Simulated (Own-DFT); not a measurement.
Simulation results for Hf₃₂O₆₃ (monoclinic hafnia with one vacancy, atoms displaced)

All values are calculated (Own-DFT development build). A calculation, not a measurement: plane-wave density functional theory by an unreviewed code, no spin, of a simulated periodic cell, stress positive in tension, run twice, with PBE and with PBEsol, both on files made for PBE, so the change isn't that of files made for PBEsol, defect cell not probed for a lower state with spin; hafnium file: forces about 75 meV/angstrom off all-electron values; oxygen file: force components 24 meV/angstrom off all-electron in one glass; forces on such cells passed a denser k mesh, this cell's mesh not checked; the far tail of each file's local potential was reset to the Coulomb form; each entry is a single point on an unrelaxed cell, so the pressure reflects the starting lattice, mostly measured values (interpolated for alloys), from which strain is counted, and rises with the displacements; printed positions are rounded, which can move forces by about a meV/angstrom; the program, named Own-DFT, is a retired in-house code; no spin-orbit coupling; stress was not checked against mesh or cutoff.

```cif
# cell vector a (Å): 10.2340 0.0000 0.0000
# cell vector b (Å): 0.0000 10.3500 0.0000
# cell vector c (Å): -1.6955 0.0000 10.4453
data_Hf32O63
_symmetry_space_group_name_H-M 'P 1'
_symmetry_Int_Tables_number 1
_cell_length_a 10.2340
_cell_length_b 10.3500
_cell_length_c 10.5820
_cell_angle_alpha 90.000
_cell_angle_beta 99.220
_cell_angle_gamma 90.000
_cell_volume 1106.39
loop_
_atom_site_label
_atom_site_type_symbol
_atom_site_fract_x
_atom_site_fract_y
_atom_site_fract_z
_atom_site_occupancy
Hf1 Hf 0.14126 0.01861 0.10301 1
Hf2 Hf 0.36417 0.26487 0.15035 1
Hf3 Hf 0.36506 0.47920 0.39839 1
Hf4 Hf 0.13552 0.22062 0.35058 1
O1 O 0.03976 0.16945 0.17756 1
O2 O 0.46075 0.41744 0.07570 1
O3 O 0.46284 0.33233 0.32831 1
O4 O 0.03780 0.07947 0.42156 1
O5 O 0.22423 0.37813 0.24242 1
O6 O 0.27792 0.12586 0.00927 1
O7 O 0.27703 0.12517 0.25575 1
O8 O 0.22226 0.36913 0.48685 1
Hf5 Hf 0.14111 0.01875 0.60620 1
Hf6 Hf 0.36610 0.26619 0.64699 1
Hf7 Hf 0.36003 0.47953 0.89582 1
Hf8 Hf 0.13490 0.22668 0.84967 1
O9 O 0.03438 0.16535 0.67135 1
O10 O 0.46326 0.41923 0.57398 1
O11 O 0.46293 0.33374 0.82558 1
O12 O 0.04151 0.08368 0.92236 1
O13 O 0.22437 0.38055 0.73630 1
O14 O 0.27216 0.13166 0.50607 1
O15 O 0.27193 0.12061 0.75852 1
O16 O 0.22508 0.37420 0.98952 1
Hf9 Hf 0.13847 0.52982 0.10091 1
Hf10 Hf 0.36168 0.77373 0.14447 1
Hf11 Hf 0.36030 0.97971 0.39653 1
Hf12 Hf 0.13302 0.73239 0.35571 1
O17 O 0.03971 0.66907 0.17266 1
O18 O 0.46572 0.91554 0.07853 1
O19 O 0.46284 0.83564 0.33083 1
O20 O 0.04320 0.58264 0.42089 1
O21 O 0.22021 0.87864 0.23790 1
O22 O 0.27274 0.62580 0.01025 1
O23 O 0.27604 0.62050 0.25194 1
O24 O 0.22323 0.87206 0.48432 1
Hf13 Hf 0.14006 0.52571 0.60323 1
Hf14 Hf 0.36311 0.77152 0.64303 1
Hf15 Hf 0.36405 0.98391 0.89530 1
Hf16 Hf 0.13589 0.73025 0.85610 1
O25 O 0.04235 0.66839 0.67567 1
O26 O 0.46757 0.91686 0.57808 1
O27 O 0.46148 0.83670 0.82776 1
O28 O 0.03293 0.58052 0.92246 1
O29 O 0.22637 0.88174 0.73856 1
O30 O 0.27540 0.62211 0.51185 1
O31 O 0.27684 0.61858 0.76307 1
O32 O 0.22740 0.87094 0.99084 1
Hf17 Hf 0.63776 0.01985 0.10205 1
Hf18 Hf 0.86115 0.27384 0.14484 1
Hf19 Hf 0.86632 0.47892 0.39524 1
Hf20 Hf 0.63488 0.22799 0.35064 1
O33 O 0.53602 0.16210 0.17108 1
O34 O 0.96021 0.41618 0.07922 1
O35 O 0.96805 0.33481 0.32891 1
O36 O 0.54232 0.07972 0.42447 1
O37 O 0.72569 0.38423 0.24533 1
O38 O 0.77986 0.13184 0.01006 1
O39 O 0.77424 0.12211 0.26087 1
O40 O 0.72568 0.37352 0.48824 1
Hf21 Hf 0.64158 0.02029 0.60880 1
Hf22 Hf 0.86472 0.27087 0.64377 1
Hf23 Hf 0.86323 0.48422 0.89730 1
Hf24 Hf 0.63555 0.23266 0.84991 1
O41 O 0.53703 0.16640 0.67571 1
O42 O 0.96265 0.42005 0.57569 1
O43 O 0.96715 0.32803 0.82955 1
O44 O 0.53061 0.08292 0.92393 1
O45 O 0.72473 0.37783 0.73948 1
O46 O 0.77381 0.13105 0.50788 1
O47 O 0.77268 0.12255 0.75902 1
O48 O 0.72436 0.37250 0.99274 1
Hf25 Hf 0.63336 0.51777 0.10803 1
Hf26 Hf 0.86505 0.77118 0.14809 1
Hf27 Hf 0.86125 0.98287 0.39676 1
Hf28 Hf 0.63716 0.73370 0.35754 1
O49 O 0.53742 0.66818 0.17419 1
O50 O 0.96013 0.91625 0.07561 1
O51 O 0.96398 0.83371 0.32311 1
O52 O 0.53640 0.58074 0.42535 1
O53 O 0.72724 0.88145 0.23859 1
O54 O 0.77806 0.62845 0.01022 1
O55 O 0.77539 0.61865 0.25977 1
O56 O 0.72716 0.87078 0.49349 1
Hf29 Hf 0.63499 0.51829 0.60179 1
Hf30 Hf 0.85813 0.76686 0.64864 1
Hf31 Hf 0.86103 0.98294 0.89280 1
Hf32 Hf 0.63574 0.72666 0.85133 1
O57 O 0.53820 0.66360 0.67182 1
O58 O 0.96548 0.91430 0.57290 1
O59 O 0.95722 0.83841 0.82343 1
O60 O 0.54134 0.58320 0.91908 1
O61 O 0.72523 0.88145 0.74218 1
O62 O 0.77421 0.62243 0.75782 1
O63 O 0.72460 0.87273 0.99050 1
_calc_functional 'PBE, then PBEsol'
_calc_potential_files 'PseudoDojo norm-conserving, scalar-relativistic, standard set'
_calc_wave_cutoff 72  # hartree
_calc_occupations 'Fermi-Dirac'
_calc_smearing_width 0.1  # eV
_calc_k_mesh '2 x 2 x 2 centred on Gamma'
_calc_PBE_pressure 4.41  # GPa
_calc_PBE_stress_xx -4.97  # GPa
_calc_PBE_stress_yy -4.04  # GPa
_calc_PBE_stress_zz -4.23  # GPa
_calc_PBE_stress_yz 0.12  # GPa
_calc_PBE_stress_xz -0.4  # GPa
_calc_PBE_stress_xy 0.09  # GPa
_calc_PBEsol_pressure -1.97  # GPa
_calc_PBEsol_stress_xx 1.46  # GPa
_calc_PBEsol_stress_yy 2.28  # GPa
_calc_PBEsol_stress_zz 2.17  # GPa
_calc_PBEsol_stress_yz 0.12  # GPa
_calc_PBEsol_stress_xz -0.04  # GPa
_calc_PBEsol_stress_xy 0.08  # GPa
_calc_rms_change_of_force_components_from_PBE_to_PBEsol 0.047  # eV/angstrom
```

Force:
```tsv
force element	PBE force x (eV/Å)	PBE force y (eV/Å)	PBE force z (eV/Å)	PBEsol force x (eV/Å)	PBEsol force y (eV/Å)	PBEsol force z (eV/Å)
Hf	-0.918	0.578	-0.128	-0.872	0.606	-0.15
Hf	-1.187	1.683	-1.074	-1.174	1.676	-1.009
Hf	-1.845	-0.452	-1.305	-1.799	-0.504	-1.233
Hf	0.612	2.794	0.813	0.604	2.694	0.763
O	-0.606	-0.952	-1.592	-0.574	-0.912	-1.486
O	0.58	-0.105	0.489	0.571	-0.076	0.428
O	0.804	-0.535	-0.07	0.783	-0.541	-0.123
O	-0.718	-0.549	0.165	-0.695	-0.55	0.206
O	0.242	0.316	-0.685	0.309	0.296	-0.66
O	0.042	0.265	0.234	-0.017	0.234	0.235
O	0.372	-1.449	0.649	0.298	-1.399	0.624
O	0.28	0.003	0.486	0.339	0.014	0.472
Hf	-0.871	0.202	-0.745	-0.841	0.242	-0.752
Hf	-1.515	1.577	-0.943	-1.486	1.592	-0.887
Hf	-0.086	-0.461	-0.105	-0.108	-0.502	-0.083
Hf	0.821	1.389	0.996	0.785	1.306	0.941
O	-0.027	-0.329	-0.408	-0.014	-0.302	-0.339
O	-0.198	-1.063	0.839	-0.189	-1.011	0.757
O	0.315	-0.155	0.084	0.308	-0.175	0.026
O	-0.997	-0.891	0.064	-0.96	-0.875	0.104
O	0.119	-0.288	0.14	0.185	-0.275	0.139
O	0.734	-0.959	0.651	0.648	-0.952	0.632
O	0.74	0.067	-0.265	0.66	0.065	-0.263
O	-0.208	-0.709	-0.402	-0.129	-0.671	-0.404
Hf	0.284	-3.007	1.64	0.304	-2.878	1.583
Hf	0.12	-1.002	0.541	0.103	-0.938	0.552
Hf	0.66	0.538	-0.272	0.64	0.468	-0.239
Hf	1.105	-0.657	-0.879	1.07	-0.678	-0.901
O	-0.82	0.524	-0.119	-0.792	0.527	-0.066
O	0.169	0.256	0.01	0.157	0.269	-0.037
O	0.017	-0.273	-0.208	0.015	-0.274	-0.245
O	-1.194	-0.065	-0.031	-1.149	-0.071	0.022
O	0.423	0.353	0.095	0.474	0.345	0.083
O	0.581	1.183	-0.573	0.488	1.144	-0.556
O	0.129	0.479	1.15	0.058	0.478	1.094
O	0.269	-0.092	0.849	0.321	-0.079	0.822
Hf	0.281	-1.978	0.251	0.302	-1.889	0.223
Hf	0.134	-0.412	0.684	0.134	-0.348	0.702
Hf	-0.7	-0.624	0.154	-0.683	-0.645	0.179
Hf	0.315	0.093	-0.497	0.319	0.029	-0.52
O	-1.228	0.656	-0.119	-1.182	0.652	-0.052
O	-0.485	-0.12	0.053	-0.486	-0.11	0.005
O	0.757	-0.862	-0.483	0.729	-0.851	-0.527
O	0.543	1.149	-0.515	0.535	1.112	-0.442
O	-0.268	-0.633	-0.079	-0.2	-0.612	-0.09
O	0.768	1.54	0.115	0.682	1.488	0.128
O	0.016	1.003	-0.121	-0.053	0.973	-0.117
O	-0.442	-0.221	-0.332	-0.372	-0.208	-0.311
Hf	0.945	-0.441	0.044	0.92	-0.395	0.024
Hf	0.164	-0.157	0.465	0.158	-0.094	0.469
Hf	-0.362	-0.035	-0.227	-0.298	-0.189	-0.27
Hf	0.672	0.396	0.809	0.662	0.329	0.77
O	-0.387	0.644	0.307	-0.375	0.642	0.353
O	0.929	0.84	-0.308	0.878	0.824	-0.356
O	-0.417	-0.187	-0.118	-0.425	-0.184	-0.162
O	-1.048	-0.121	-0.208	-1.01	-0.125	-0.153
O	-0.19	-0.859	-0.671	-0.117	-0.834	-0.659
O	-0.51	-0.204	-0.267	-0.556	-0.205	-0.258
O	0.196	0.133	-0.141	0.121	0.129	-0.129
O	-0.171	-0.121	0.056	-0.103	-0.114	0.054
Hf	0.142	0.076	-0.895	0.15	0.117	-0.899
Hf	-0.358	0.669	0.058	-0.349	0.696	0.086
Hf	-0.962	-1.472	0.241	-0.949	-1.47	0.289
Hf	0.652	0.237	1.47	0.641	0.195	1.391
O	-0.272	-0.26	-0.562	-0.258	-0.228	-0.488
O	0.282	0.062	0.513	0.265	0.056	0.434
O	-0.861	0.799	-0.251	-0.831	0.756	-0.308
O	1.178	0.919	-0.347	1.142	0.866	-0.289
O	0.026	-0.01	0.112	0.077	-0.023	0.108
O	0.423	-0.13	0.52	0.354	-0.138	0.507
O	0.412	-0.036	-0.032	0.334	-0.04	-0.035
O	-0.459	-0.164	-0.469	-0.381	-0.152	-0.449
Hf	0.793	0.568	-0.507	0.785	0.595	-0.519
Hf	-1.01	-0.245	-0.95	-0.982	-0.177	-0.905
Hf	0.164	-0.334	-0.162	0.158	-0.362	-0.135
Hf	0.333	-0.847	-0.42	0.252	-0.806	-0.53
O	-0.587	0.265	-0.121	-0.566	0.267	-0.066
O	1.195	0.668	-0.074	1.155	0.657	-0.115
O	-0.009	0.307	0.761	-0.003	0.274	0.69
O	0.644	1.014	-0.719	0.621	0.968	-0.649
O	-0.433	-0.209	0.529	-0.359	-0.207	0.517
O	0.057	0.092	-0.034	0.008	0.075	-0.045
O	0.057	0.663	0.87	-0.006	0.64	0.844
O	-0.147	-0.457	-0.073	-0.086	-0.442	-0.071
Hf	1.167	0.016	0.157	1.016	-0.007	0.185
Hf	0.5	0.702	-0.943	0.517	0.86	-0.771
Hf	-0.347	0.028	1.132	-0.355	-0.032	1.127
Hf	0.206	0.813	0.993	0.202	0.732	0.945
O	-1.089	0.986	-0.03	-1.047	0.969	0.022
O	0.12	-0.17	0.576	0.103	-0.14	0.515
O	1.613	-1.075	0.446	1.55	-1.068	0.38
O	-1.112	-0.696	0.383	-1.071	-0.678	0.417
O	-0.362	-0.171	-0.437	-0.278	-0.166	-0.44
O	0.535	-0.166	-0.127	0.462	-0.141	-0.124
O	-0.235	-0.136	-0.545	-0.166	-0.117	-0.529
```
